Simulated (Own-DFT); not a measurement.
# Computed records: Hf$_{36}$O$_{71}$ (tetragonal hafnia with one neutral oxygen vacancy, atoms displaced)

All values are calculated (Own-DFT development build). A calculation, not a measurement: plane-wave PBE and HSE06 DFT by an unreviewed code, no spin, of a simulated cell at Gamma alone, so results move with cell size and shape, stress positive in tension, energies less offsets, not probed for a lower state with spin; hafnium file: forces about 75 meV/angstrom off all-electron values; oxygen file: force components 24 meV/angstrom off all-electron in a glass; k mesh not checked against a denser one; forces and stress are PBE's, HSE06 gives the energy alone, and its difference from PBE has offsets of its own; offsets are fitted by least squares, one for each functional and potential file, so energies compare only between cells with the same atoms and settings and are not formation energies; the far tail of each file's local potential was reset to the Coulomb form; each entry is a single point on an unrelaxed cell, so the pressure reflects the starting lattice, taken from the Materials Project, from which strain is counted, and rises with the displacements; printed positions are rounded, which can move forces by about a meV/angstrom; the program is a retired in-house code; no spin-orbit coupling.

Settings shared by all entries: first functional PBE; second functional HSE06; exact exchange share 0.25; screening 0.11 1/bohr; exchange divergence Gygi-Baldereschi; potential files PseudoDojo norm-conserving, scalar-relativistic, made for PBE, standard set; wave cutoff 48 hartree; occupations fixed; k mesh 1 x 1 x 1 centred on Gamma.

(1) Hf$_{36}$O$_{71}$ (tetragonal hafnia with one neutral oxygen vacancy, atoms displaced)

```xyz
107
Lattice="10.7800 0.0000 0.0000 0.0000 10.7800 0.0000 0.0000 0.0000 10.4493" Properties=species:S:1:pos:R:3 Hf36O71
Hf    10.7693    10.7367     0.0140
Hf     1.7482     1.7900     2.6214
O     10.7530     1.7923     1.6177
O      1.8113     0.0013     3.6042
O     10.7148     1.8339     4.1628
O      1.7901     0.0027     1.0243
Hf     0.0031     0.0280     5.2188
Hf     1.7558     1.7825     7.8184
O      0.0157     1.7727     6.7978
O      1.8080    10.7606     8.8969
O      0.0173     1.7974     9.4141
O      1.8459    10.7761     6.2226
Hf     0.0178     3.5629     0.0075
Hf     1.7638     5.3873     2.6044
O      0.0553     5.3827     1.5789
O      1.7975     3.5554     3.6605
O      0.0071     5.3911     4.2075
O      1.8048     3.6203     1.0063
Hf     0.0002     3.5629     5.1754
Hf     1.8016     5.4171     7.8697
O      0.0081     5.4252     6.8137
O      1.8071     3.5687     8.8528
O      0.0436     5.4068     9.4033
O      1.7865     3.5987     6.2290
Hf    10.7677     7.1655     0.0088
Hf     1.7887     8.9662     2.6581
O     10.7439     8.9395     1.5268
O      1.7890     7.1505     3.6779
O      0.0180     8.9851     4.2186
O      1.7668     7.1096     1.0105
Hf    10.7073     7.1849     5.2601
Hf     1.8234     8.9663     7.8146
O      0.0485     8.9755     6.8368
O      1.7989     7.1168     8.8296
O     10.7512     8.9859     9.4255
O      1.7897     7.1530     6.2096
Hf     3.6073     0.0007     0.0133
Hf     5.3630     1.8342     2.6088
O      3.6349     1.7528     1.6193
O      5.4056    10.7714     3.6432
O      3.5716     1.7961     4.1818
O      5.4250     0.0593     1.0282
Hf     3.6621     0.0762     5.2451
Hf     5.3880     1.7978     7.8678
O      3.6049     1.8162     6.7957
O      5.3543     0.0045     8.8143
O      3.6247     1.7285     9.4607
O      5.4690    10.7373     6.2236
Hf     3.6218     3.5784    10.4319
Hf     5.3480     5.3590     2.6091
O      3.5839     5.3650     1.6184
O      5.3597     3.5720     3.6403
O      3.6330     5.3991     4.1995
O      5.3862     3.6108     0.9979
Hf     3.5757     3.5313     5.2480
Hf     5.4006     5.4138     7.8270
O      3.6109     5.3828     6.8523
O      5.3970     3.5680     8.8811
O      3.5966     5.4073     9.3696
O      5.3790     3.6553     6.2410
Hf     3.6177     7.1678     0.0097
Hf     5.3621     8.9568     2.5982
O      3.5632     9.0040     1.5425
O      5.4130     7.1734     3.6719
O      3.5770     8.9672     4.1956
O      5.3787     7.2352     1.0417
Hf     3.6199     7.1789     5.2413
Hf     5.4062     9.0181     7.8256
O      3.5791     9.0268     6.8424
O      5.3465     7.1620     8.8564
O      3.6064     9.0307     9.4681
O      5.4110     7.1870     6.2848
Hf     7.1873    10.7531    10.4109
Hf     8.9357     1.8196     2.5781
O      7.2335     1.7997     1.5775
O      9.0009     0.0318     3.6418
O      7.1709     1.7802     4.1712
O      8.9979    10.7564     0.9998
Hf     7.2079     0.0126     5.2505
Hf     9.0022     1.7632     7.8634
O      7.1739     1.8071     6.8020
O      8.9352    10.7324     8.8343
O      7.1564     1.8236     9.4431
O      8.9990    10.7539     6.3008
Hf     7.1554     3.6270    10.4013
Hf     8.9943     5.3558     2.5584
O      7.1451     5.3974     1.5847
O      8.9870     3.5795     3.5997
O      7.1349     5.4130     4.1868
O      8.9824     3.5814     1.0255
Hf     7.2414     3.6065     5.2246
Hf     8.9658     5.3419     7.8113
O      7.2060     5.3982     6.8286
O      8.9544     3.5530     8.7984
O      7.2465     5.3653     9.4632
O      9.0274     3.6135     6.2292
Hf     7.1567     7.1426    10.3780
Hf     9.0274     8.9851     2.6240
O      7.1418     9.0152     1.5595
O      9.0060     7.2239     3.6237
O      7.2039     8.9492     4.1555
O      8.9806     7.2021     1.0159
Hf     7.1878     7.1683     5.1709
Hf     8.9906     8.9911     7.7848
O      8.9750     7.1475     8.8513
O      7.1642     9.0162     9.4304
O      8.9892     7.2251     6.2530
```

Results for Hf$_{36}$O$_{71}$ (tetragonal hafnia with one neutral oxygen vacancy, atoms displaced): PBE energy of cell above offsets -101.057 eV; HSE06 less PBE above offsets -0.150 eV; PBE pressure 0.66 GPa; PBE stress xx -0.3 GPa; PBE stress yy -0.43 GPa; PBE stress zz -1.26 GPa; PBE stress yz -0.65 GPa; PBE stress xz -0.22 GPa; PBE stress xy -0.02 GPa.

Force:
```tsv
element	x (eV/Å)	y (eV/Å)	z (eV/Å)
Hf	0.709	-0.115	-0.106
Hf	0.685	-0.261	-0.558
O	0.329	0.274	-0.589
O	-0.44	0.164	0.381
O	0.64	-0.975	0.47
O	-0.395	0.178	0.091
Hf	0.26	-0.284	-0.244
Hf	0.607	-0.229	0.664
O	-0.526	-0.149	-0.161
O	-0.266	0.301	-0.926
O	-0.389	-0.358	-0.057
O	-0.623	0.362	-0.039
Hf	0.241	0.565	-0.284
Hf	0.823	0.216	0.853
O	-1.683	-0.225	-0.081
O	-0.109	0.44	-0.416
O	-0.421	-0.316	-0.257
O	0.114	-0.508	0.024
Hf	0.728	1.103	0.362
Hf	-0.181	-0.927	-0.997
O	-0.554	-0.039	0.108
O	0.134	-0.221	-0.027
O	-0.447	-1.148	0.526
O	-0.185	-0.369	0.103
Hf	-0.154	0.484	-0.495
Hf	0.264	-0.252	-0.38
O	1.033	0.254	0.863
O	0.04	0.439	-0.944
O	-0.117	0.421	-0.163
O	0.8	0.333	0.089
Hf	1.692	-0.421	-0.484
Hf	-0.143	0.031	0.796
O	-0.591	0.157	-0.392
O	0.204	2.141	0.525
O	0.154	-0.459	-0.059
O	0.317	0.275	0.394
Hf	-0.257	-0.405	0.809
Hf	1.168	-1.327	-0.102
O	-1.33	0.575	-0.207
O	-0.375	0.221	-0.063
O	0.218	-0.133	0.243
O	-0.305	-0.245	-0.507
Hf	-0.33	-1.446	-0.728
Hf	0.331	0.266	-0.156
O	0.185	-0.269	0.084
O	0.405	-0.003	0.126
O	0.015	1.594	-0.517
O	-0.849	-0.274	0.663
Hf	-0.686	0.036	-0.298
Hf	0.126	0.356	0.856
O	0.066	0.131	-0.658
O	0.137	0.336	-0.17
O	-0.098	-0.469	0.427
O	0.048	-0.065	0.299
Hf	0.25	1.493	-0.254
Hf	-0.898	-0.597	-0.59
O	-0.035	0.19	-0.288
O	-0.068	0.695	-0.135
O	0.246	-0.741	1.108
O	0.685	-0.348	-0.105
Hf	-0.692	0.648	-0.17
Hf	0.385	0.431	0.11
O	-0.016	-0.31	0.847
O	-0.214	0.16	-0.449
O	0.026	0.428	0.267
O	-0.005	-0.469	-0.347
Hf	-0.606	-0.3	-0.387
Hf	0.295	-0.533	-0.115
O	0.858	-0.241	-0.196
O	0.616	0.602	0.366
O	0.002	-1.506	-0.459
O	0.337	0.429	-0.092
Hf	0.033	0.47	1.325
Hf	0.165	-0.743	0.24
O	-1.212	0.294	-0.101
O	0.158	-0.523	0.083
O	0.275	0.79	0.659
O	-0.346	0.108	-0.009
Hf	0.404	-0.445	-1.259
Hf	-0.489	-0.311	-0.293
O	0.477	0.107	0.155
O	0.166	0.912	0.216
O	0.148	-0.556	-0.469
O	0.019	-0.261	-0.485
Hf	0.384	-1.342	1.146
Hf	-0.156	0.746	0.115
O	0.558	-0.037	-0.059
O	-0.351	0.822	0.405
O	0.68	-1.077	0.075
O	0.115	0.632	-0.497
Hf	-1.06	-0.408	-0.146
Hf	1.239	0.673	0.241
O	-0.04	-0.215	-0.306
O	0.158	0.326	0.554
O	-0.402	0.317	-1.052
O	-0.473	-0.131	-0.101
Hf	0.68	1.423	1.295
Hf	-1.317	0.452	-0.56
O	0.782	-0.12	0.382
O	0.098	-1.236	0.063
O	0.047	0.647	1.194
O	-0.562	-0.578	-0.15
Hf	-0.366	0.772	0.24
Hf	-0.252	-0.767	0.466
O	-0.348	0.432	-0.316
O	-0.283	-1.322	-0.966
O	-1.114	0.352	0.106
```

(2) Hf$_{36}$O$_{71}$ (tetragonal hafnia with one neutral oxygen vacancy, atoms displaced)

```xyz
107
Lattice="10.7800 0.0000 0.0000 0.0000 10.7800 0.0000 0.0000 0.0000 10.4493" Properties=species:S:1:pos:R:3 Hf36O71
Hf     0.0230     0.0260    10.4442
Hf     1.7902     1.8621     2.6239
O     10.7609     1.7840     1.5487
O      1.7725    10.7591     3.6467
O     10.7428     1.7575     4.1470
O      1.8636    10.7729     0.9614
Hf     0.0361    10.7645     5.1658
Hf     1.7508     1.7747     7.8291
O     10.6851     1.7628     6.8365
O      1.7267     0.0471     8.8914
O      0.0655     1.7048     9.4755
O      1.8665     0.0109     6.2409
Hf     0.0223     3.5947    10.4400
Hf     1.6106     5.4287     2.5959
O      0.0382     5.4141     1.5608
O      1.8258     3.6460     3.7081
O      0.0221     5.4247     4.1813
O      1.7721     3.6108     0.9477
Hf     0.0295     3.6623     5.3242
Hf     1.8192     5.3393     7.9230
O      0.0133     5.4701     6.7877
O      1.8088     3.6485     8.7549
O      1.7650     3.5261     6.3080
Hf    10.6810     7.2199    10.4346
Hf     1.8530     8.9866     2.6187
O      0.1079     8.9763     1.6071
O      1.7819     7.1177     3.6575
O     10.7784     9.0214     4.1969
O      1.8290     7.1407     1.1093
Hf    10.7454     7.1693     5.2649
Hf     1.7577     9.0104     7.8459
O     10.7596     9.0556     6.7806
O      1.7025     7.1821     8.8495
O     10.7427     9.0801     9.4301
O      1.8529     7.1827     6.2531
Hf     3.5820    10.7616    10.3848
Hf     5.3767     1.7989     2.6321
O      3.5354     1.8015     1.6565
O      5.3573     0.0187     3.5851
O      3.5905     1.7925     4.2286
O      5.4177     0.0786     1.0680
Hf     3.5788     0.0805     5.1793
Hf     5.3931     1.7506     7.7980
O      3.6005     1.8786     6.8205
O      5.3980    10.7436     8.9130
O      3.6551     1.7600     9.5484
O      5.4335     0.0271     6.1610
Hf     3.5906     3.6038    10.4459
Hf     5.3642     5.4210     2.5089
O      3.5209     5.3758     1.5592
O      5.3452     3.6218     3.6200
O      3.5874     5.3873     4.1668
O      5.4301     3.5288     0.9546
Hf     3.5987     3.5740     5.1706
Hf     5.4995     5.2666     7.8699
O      3.5212     5.3706     6.8489
O      5.4759     3.6420     8.8995
O      3.6738     5.3820     9.4555
O      5.2905     3.5666     6.2387
Hf     3.5839     7.2354    10.4470
Hf     5.4326     8.8461     2.6284
O      3.5941     9.0081     1.5260
O      5.4331     7.1033     3.5466
O      3.5852     8.9489     4.1071
O      5.4510     7.2136     0.9803
Hf     3.6077     7.0821     5.1410
Hf     5.3934     9.0426     7.8532
O      3.6616     9.0259     6.6808
O      5.4069     7.1920     8.8747
O      3.6392     9.0631     9.4206
O      5.4267     7.1145     6.2832
Hf     7.2251    10.6672    10.3325
Hf     8.9341     1.7851     2.5295
O      7.2347     1.7857     1.5723
O      9.0052     0.0230     3.6424
O      7.1772     1.7569     4.1741
O      8.9570     0.0368     0.9915
Hf     7.2577    10.7744     5.1792
Hf     8.9517     1.8063     7.8293
O      7.2045     1.8268     6.8064
O      8.9654    10.7551     8.9128
O      7.1799     1.9188     9.4160
O      8.9942     0.0273     6.2122
Hf     7.1507     3.5418    10.3961
Hf     8.9491     5.3925     2.6279
O      7.2458     5.3340     1.5279
O      8.9966     3.6035     3.5755
O      7.0900     5.4330     4.2711
O      8.9994     3.6099     1.0067
Hf     7.1321     3.4953     5.2490
Hf     9.0145     5.3874     7.8612
O      7.2075     5.3840     6.7400
O      9.0677     3.5730     8.8436
O      7.1939     5.4117     9.4598
O      8.8833     3.5664     6.1858
Hf     7.1625     7.1447    10.4057
Hf     8.9788     8.9441     2.5288
O      7.2463     8.9090     1.6013
O      9.0229     7.1909     3.7076
O      7.2375     9.0202     4.2760
O      9.0029     7.1780     1.0111
Hf     7.1700     7.1915     5.2135
Hf     9.0363     8.9553     7.8039
O      7.1377     8.8575     6.9064
O      8.9233     7.1220     8.8738
O      7.1803     8.9292     9.4975
O      9.0247     7.1992     6.1832
```

The calculation gives: PBE energy of cell above offsets -96.637 eV; HSE06 less PBE above offsets 0.086 eV; PBE pressure 2.35 GPa; PBE stress xx -0.96 GPa; PBE stress yy -3.43 GPa; PBE stress zz -2.65 GPa; PBE stress yz -0.26 GPa; PBE stress xz -0.02 GPa; PBE stress xy 0.01 GPa.

Force:
```tsv
element	x (eV/Å)	y (eV/Å)	z (eV/Å)
Hf	0.242	-0.119	1.843
Hf	-1.138	-0.703	0.167
O	0.769	0.078	0.294
O	0.49	0.967	-0.243
O	0.775	1.325	1.07
O	-1.042	0.018	0.6
Hf	-0.356	0.618	-0.476
Hf	-0.23	0.243	-0.657
O	1.455	0.425	0.084
O	0.865	-1.064	-0.885
O	-0.133	2.688	-1.232
O	-1.186	0.469	0.649
Hf	-1.523	-0.18	-0.005
Hf	3.553	0.159	1.059
O	-3.019	-0.107	-1.385
O	-0.495	-0.73	-0.656
O	-0.371	-0.912	0.336
O	0.245	-0.365	0.5
Hf	-0.752	-1.187	-1.768
Hf	0.506	2.918	-2.298
O	-0.335	-0.99	0.783
O	-0.361	-2.81	2.346
O	-0.11	-0.027	-0.626
Hf	2.251	-0.396	0.056
Hf	0.398	-0.595	0.411
O	-1.891	-0.104	-0.511
O	0.004	1.278	-0.072
O	0.094	-1.079	0.177
O	-0.591	0.443	-1.482
Hf	2.141	0.857	-1.294
Hf	1.371	-0.482	-1.282
O	0.692	-0.385	0.581
O	0.093	0.608	0.739
O	-0.187	-2.168	-0.766
O	-0.754	0.678	-0.22
Hf	1.097	0.372	2.943
Hf	0.48	-0.952	-1.376
O	0.581	0.69	0.125
O	0.07	-1.005	0.265
O	-0.133	0.821	-0.669
O	0.185	-0.519	-1.39
Hf	0.96	-2.992	0.087
Hf	-0.175	0.367	0.357
O	-0.175	-0.878	0.703
O	0.763	1.305	-0.901
O	-0.115	1.53	-1.91
O	-0.021	0.63	1.139
Hf	0.378	0.236	0.916
Hf	-0.095	-1.986	0.138
O	1.205	-0.17	0.269
O	0.115	-0.132	-0.135
O	0.661	-0.688	-0.021
O	-1.203	0.356	0.762
Hf	-1.055	1.325	0.372
Hf	-1.497	3.444	-1.525
O	1.289	-0.398	-0.085
O	-0.532	-2.236	-0.439
O	-0.608	0.346	-0.174
O	1.903	0.001	0.667
Hf	-0.175	-0.542	0.272
Hf	-1.277	3.174	-0.759
O	1.027	-0.81	0.176
O	-0.104	1.004	0.984
O	0.446	-0.15	0.232
O	-1.433	-0.259	0.855
Hf	-0.481	1.586	2.025
Hf	-1.373	-2.289	-1.246
O	-0.554	0.19	1.863
O	-0.036	-0.055	-0.171
O	-0.764	-2.039	-1.283
O	-0.82	0.039	-1.365
Hf	-0.806	2.583	2.398
Hf	1.285	0.168	0.946
O	-1.407	0.62	-0.146
O	-0.472	-0.893	-0.787
O	-0.214	0.645	0.066
O	0.29	-0.86	0.128
Hf	-0.252	0.531	-0.076
Hf	0.083	-0.597	0.282
O	-0.902	-0.022	0.044
O	-0.747	0.302	-1.234
O	0.188	-3.53	-1.512
O	-0.419	-0.563	0.784
Hf	1.116	1.524	2.081
Hf	0.003	-0.721	0.169
O	-1.103	0.729	0.863
O	-0.393	0.31	0.247
O	0.716	-1.354	-1.075
O	0.504	0.022	-0.647
Hf	-0.187	1.59	-1.164
Hf	-0.5	-0.6	-0.74
O	0.405	-0.441	1.545
O	0.481	0.637	-0.332
O	0.006	-1.217	-1.413
O	1.922	0.168	0.689
Hf	0.254	-0.146	0.375
Hf	1.819	0.932	1.773
O	-0.992	0.215	-0.094
O	-0.353	0	-1.436
O	-0.624	-1.085	-1.198
O	-0.435	0.281	0.397
Hf	-0.151	-0.532	1.216
Hf	-0.998	0.471	0.086
O	1.647	0.761	-0.156
O	1.234	1.204	-0.224
O	0.23	-0.102	-1.075
O	-1.234	0.279	1.684
```
